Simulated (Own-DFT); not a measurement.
Simulation results for SiC (4H silicon carbide, strained, atoms displaced), SiC (3C silicon carbide, atoms displaced)

A calculation, not a measurement: plane-wave PBE density functional theory by an unreviewed code, no spin, of a simulated periodic cell, stress positive in tension, free energy of the whole cell less one offset for each atom, forces on such cells passed a denser k mesh, this cell's mesh not checked; offsets are fitted by least squares, one for each functional and potential file, so energies compare only between cells with the same atoms and settings and are not formation energies; the far tail of each file's local potential was reset to the Coulomb form; each entry is a single point on an unrelaxed cell, so the pressure reflects the starting lattice, mostly measured values (interpolated for alloys), from which strain is counted, and rises with the displacements; printed positions are rounded, which can move forces by about a meV/angstrom; the program, named Own-DFT, is a retired in-house code; no spin-orbit coupling. Program: Own-DFT development build.

Settings shared by all entries: functional PBE; potential files PseudoDojo norm-conserving, scalar-relativistic, standard set; wave cutoff 42 hartree; occupations Fermi-Dirac; smearing width 0.1 eV.

(1) SiC (4H silicon carbide, strained, atoms displaced)

```
SiC
1.0
      9.3895    -0.1610     0.1345
     -4.8342     8.0604    -0.1998
      0.1465    -0.1667    10.0479
Si C Si C Si C Si C Si C Si C Si C Si C Si C Si C Si C Si C Si C Si C Si C Si C Si C Si C
2 2 2 2 2 2 2 2 2 2 2 2 2 2 2 2 2 2 2 2 2 2 2 2 2 2 2 2 2 2 2 2 2 2 2 2
Direct
  0.00322 0.99525 0.41647
  0.10326 0.21497 0.15139
  0.00705 0.00797 0.09746
  0.11162 0.22682 0.34252
  0.99740 0.33007 0.40725
  0.11779 0.56203 0.15370
  0.99984 0.32770 0.09783
  0.10585 0.55386 0.34956
  0.99335 0.66224 0.40480
  0.11231 0.89125 0.15813
  0.99821 0.67129 0.09105
  0.10685 0.88273 0.34637
  0.33344 0.99825 0.41678
  0.44101 0.22883 0.16069
  0.32819 0.98661 0.09146
  0.46092 0.22939 0.34212
  0.33997 0.34056 0.40520
  0.43900 0.55639 0.16882
  0.32060 0.32947 0.09369
  0.43929 0.56131 0.35179
  0.33906 0.66738 0.41076
  0.44912 0.89152 0.14540
  0.34075 0.66453 0.09170
  0.44662 0.89926 0.35327
  0.66537 0.00257 0.41850
  0.78247 0.22476 0.16054
  0.66441 0.99669 0.09067
  0.78859 0.23088 0.34671
  0.66741 0.33892 0.40307
  0.77963 0.56015 0.16875
  0.67435 0.33319 0.08973
  0.77527 0.54871 0.33718
  0.66155 0.66198 0.40066
  0.77638 0.88526 0.15727
  0.66553 0.65994 0.09002
  0.78556 0.89124 0.33744
  0.00568 0.00137 0.90657
  0.88941 0.79144 0.65739
  0.01083 0.00592 0.59793
  0.88876 0.76967 0.83341
  0.99530 0.65866 0.90122
  0.88884 0.44068 0.65599
  0.99525 0.66840 0.60107
  0.89200 0.45132 0.84235
  0.00784 0.33641 0.89754
  0.90010 0.12311 0.65252
  0.99606 0.32808 0.59343
  0.87919 0.09863 0.84623
  0.66549 0.99957 0.90154
  0.55076 0.77322 0.65760
  0.66834 0.00706 0.58852
  0.54905 0.77551 0.83684
  0.66940 0.66354 0.91399
  0.56465 0.44428 0.65439
  0.65849 0.67710 0.59719
  0.55509 0.44075 0.84384
  0.65402 0.32621 0.91580
  0.55881 0.11997 0.65578
  0.66589 0.32910 0.58658
  0.54849 0.11072 0.84560
  0.33762 0.00131 0.91116
  0.22122 0.77761 0.65363
  0.33118 0.00119 0.59794
  0.22522 0.78877 0.84945
  0.34504 0.67160 0.89984
  0.22823 0.44678 0.65327
  0.33530 0.67550 0.58754
  0.21405 0.43867 0.85480
  0.33234 0.32842 0.90983
  0.22391 0.11014 0.65961
  0.34115 0.33373 0.58934
  0.21426 0.11294 0.83943
```

* k mesh: 4 x 4 x 3 centred on Gamma
* free energy of cell above offsets: -3.913 eV
* pressure: 4.05 GPa
* stress xx: 1.87 GPa
* stress yy: -4.68 GPa
* stress zz: -9.34 GPa
* stress yz: -5.09 GPa
* stress xz: 5.33 GPa
* stress xy: -8.32 GPa

Force:
```
element  x (eV/Å)  y (eV/Å)  z (eV/Å)
     Si    -0.554      1.24    -2.645
     Si    -0.675     2.639     2.119
      C    -0.078    -3.703    -1.531
      C     1.141    -0.952     0.795
     Si     1.191     1.108    -0.478
     Si    -0.774    -1.022     0.521
      C    -0.144     1.261    -1.563
      C     1.113     0.608    -0.692
     Si     1.167     0.461     1.236
     Si    -0.321    -0.237    -0.149
      C      0.42    -0.804     0.586
      C     0.478     0.951     0.303
     Si    -0.521     0.568    -2.029
     Si      1.27    -1.205    -1.524
      C    -0.146     2.511     1.171
      C    -3.482    -1.266     0.544
     Si    -0.493    -1.659     -0.25
     Si     0.365    -0.291    -2.861
      C     2.213     0.792      0.99
      C     1.975    -0.988     -1.03
     Si     -3.35     1.753     -1.58
     Si    -0.841    -0.575      2.69
      C    -0.542     0.528     0.197
      C     0.918    -1.538     -1.58
     Si     0.545     0.486    -4.847
     Si    -0.369    -0.529    -0.761
      C     1.241     0.686    -0.001
      C    -2.183    -1.573    -0.041
     Si     2.527    -1.092     0.231
     Si     0.508    -0.692    -5.994
      C    -1.357     0.226     3.069
      C    -1.091     1.234     4.154
     Si     0.512     1.882     1.278
     Si     -0.04     0.881    -1.297
      C    -0.408     0.233     3.211
      C    -1.036    -0.736     2.643
     Si    -1.855     -1.43     0.186
     Si     0.241    -2.115    -0.803
      C     -1.68     0.195    -0.303
      C    -0.654     0.954     3.393
     Si    -0.016     3.023     0.945
     Si    -0.585     0.916     0.067
      C    -0.156    -0.325    -1.856
      C     0.248    -3.866    -0.271
     Si    -4.189    -2.205     2.772
     Si     -0.81    -3.166     1.467
      C     0.865     2.436    -0.102
      C     1.742     1.995    -1.381
     Si    -1.057    -0.156     0.695
     Si    -1.244     2.304    -1.028
      C     0.739    -0.532      4.36
      C     2.635     0.554      1.23
     Si    -0.243     0.212     -3.18
     Si    -1.228      0.74     0.347
      C     3.525    -1.879    -1.718
      C    -0.122    -0.186     0.458
     Si     1.574     1.672    -2.532
     Si    -0.048    -1.636     0.247
      C     0.129     1.538     0.852
      C     1.874     0.216    -0.685
     Si    -1.944     0.202    -0.767
     Si    -0.551     0.452     1.242
      C     0.511     0.154     0.422
      C     1.012    -2.736     -1.53
     Si    -3.331    -1.354     1.698
     Si    -0.342    -0.216     0.599
      C     0.197    -1.479     2.573
      C     4.094     2.185    -3.105
     Si    -0.824     1.078     -0.79
     Si     0.563     1.144    -0.857
      C     -0.55      0.13     1.004
      C     2.302    -0.004     1.467
```

(2) SiC (3C silicon carbide, atoms displaced)

```
SiC
1.0
      8.7192     0.0000     0.0000
      0.0000     8.7192     0.0000
      0.0000     0.0000     8.7192
Si C Si C Si C Si C Si C Si C Si C Si C
4 4 4 4 4 4 4 4 4 4 4 4 4 4 4 4
Direct
  0.99925 0.99827 0.00062
  0.99767 0.24212 0.25344
  0.25104 0.99913 0.25211
  0.24740 0.25286 0.99705
  0.13020 0.12524 0.12158
  0.12315 0.37930 0.38242
  0.37212 0.12642 0.37399
  0.37987 0.37302 0.12471
  0.99922 0.00016 0.49344
  0.00448 0.25210 0.74565
  0.25204 0.99978 0.74652
  0.24280 0.25275 0.50180
  0.12123 0.12236 0.62661
  0.13134 0.37766 0.86945
  0.37717 0.12292 0.87515
  0.37501 0.37734 0.62008
  0.00625 0.50093 0.00173
  0.99415 0.75062 0.24999
  0.24373 0.49978 0.24914
  0.25164 0.75467 0.00578
  0.12898 0.62534 0.12533
  0.11999 0.87484 0.37278
  0.37249 0.63279 0.37763
  0.37898 0.88017 0.12697
  0.00453 0.50266 0.49803
  0.00782 0.75253 0.75742
  0.24862 0.50311 0.75228
  0.25459 0.74703 0.50360
  0.12732 0.62338 0.62318
  0.12394 0.87407 0.87431
  0.37351 0.61758 0.87283
  0.37038 0.87528 0.62255
  0.49548 0.99885 0.00023
  0.50331 0.24716 0.25211
  0.74976 0.00047 0.24190
  0.75299 0.24853 0.99625
  0.62357 0.13007 0.12178
  0.62197 0.37474 0.36748
  0.88291 0.12424 0.37115
  0.87180 0.38072 0.12462
  0.50011 0.99978 0.50263
  0.49870 0.25281 0.75192
  0.75282 0.99554 0.75514
  0.74658 0.24251 0.50232
  0.62546 0.12232 0.62213
  0.62537 0.37230 0.87511
  0.87609 0.12607 0.87275
  0.87259 0.37276 0.62024
  0.50387 0.50198 0.00115
  0.49869 0.75297 0.24642
  0.75666 0.49669 0.24581
  0.75094 0.75239 0.99264
  0.62848 0.62711 0.12774
  0.63071 0.87827 0.37242
  0.87514 0.62845 0.36997
  0.87278 0.87640 0.13022
  0.50631 0.50108 0.49665
  0.50107 0.75181 0.75335
  0.75070 0.49650 0.75289
  0.74600 0.74538 0.49725
  0.63090 0.62329 0.63365
  0.62193 0.87182 0.87190
  0.87681 0.62088 0.87378
  0.87236 0.87797 0.62489
```

* k mesh: 4 x 4 x 4 centred on Gamma
* free energy of cell above offsets: -9.131 eV
* pressure: 3.89 GPa
* stress xx: -3.78 GPa
* stress yy: -4.04 GPa
* stress zz: -3.86 GPa
* stress yz: -0.23 GPa
* stress xz: 0.42 GPa
* stress xy: -0.37 GPa

Force:
```
element  x (eV/Å)  y (eV/Å)  z (eV/Å)
     Si     0.219     0.567      0.06
     Si     1.273     2.346    -1.385
     Si    -0.373     0.384    -0.054
     Si      1.39    -0.317     0.372
      C    -1.015    -0.123     0.457
      C    -0.012    -1.049    -2.003
      C     0.231    -0.204     0.705
      C    -1.073     0.427     0.143
     Si    -0.125    -0.617     1.502
     Si    -1.034    -0.069      0.32
     Si    -0.544       0.3      0.62
     Si     1.428    -0.483     0.025
      C     0.696     0.145     -0.69
      C    -1.442    -0.547     0.915
      C    -0.771     0.324     -0.44
      C     0.003    -0.111     0.826
     Si    -0.764    -0.208    -0.506
     Si     1.189      0.07    -0.151
     Si     1.922    -0.287     0.701
     Si     0.278    -0.832    -1.048
      C     -0.99     0.675     0.091
      C     1.143    -0.457     0.189
      C     1.054    -1.372    -1.104
      C    -0.917    -0.708    -0.244
     Si    -1.817     0.308     0.604
     Si    -1.888    -1.074    -2.378
     Si     0.881     -0.53    -1.681
     Si    -1.636     0.789    -0.741
      C    -0.262     0.721     0.884
      C     1.247     0.788     1.145
      C     0.689     2.181     1.137
      C     1.332    -0.146     0.768
     Si     1.252     0.789    -0.292
     Si    -1.275     0.411    -0.683
     Si    -0.253     0.774     1.381
     Si    -0.406     0.625     0.465
      C      0.53    -1.253    -0.088
      C     1.508    -0.022     1.236
      C    -2.574     -0.56     0.577
      C     1.966    -2.062    -0.869
     Si    -0.155     0.006    -1.034
     Si     0.071     -0.43    -1.003
     Si    -0.529     0.848    -1.419
     Si     0.793     1.193    -1.297
      C    -0.359    -0.113     1.565
      C     0.177     0.443     0.129
      C     0.436    -0.221     0.455
      C     0.495     0.374     0.471
     Si    -0.284    -0.531     0.211
     Si     0.859    -0.333     1.073
     Si    -1.656     1.185     1.057
     Si     0.045     -0.88     1.421
      C    -0.221     0.081    -0.908
      C    -1.324    -0.335       0.2
      C    -0.143     -1.21     0.983
      C     0.429    -0.391    -2.312
     Si    -0.969     0.165     0.464
     Si     -0.97    -1.212    -1.074
     Si     0.529    -0.276    -0.441
     Si         1     0.965     0.743
      C    -1.074     0.291    -1.496
      C      0.39     1.077     1.092
      C     0.549     0.696     0.442
      C     0.849    -0.987    -0.089
```
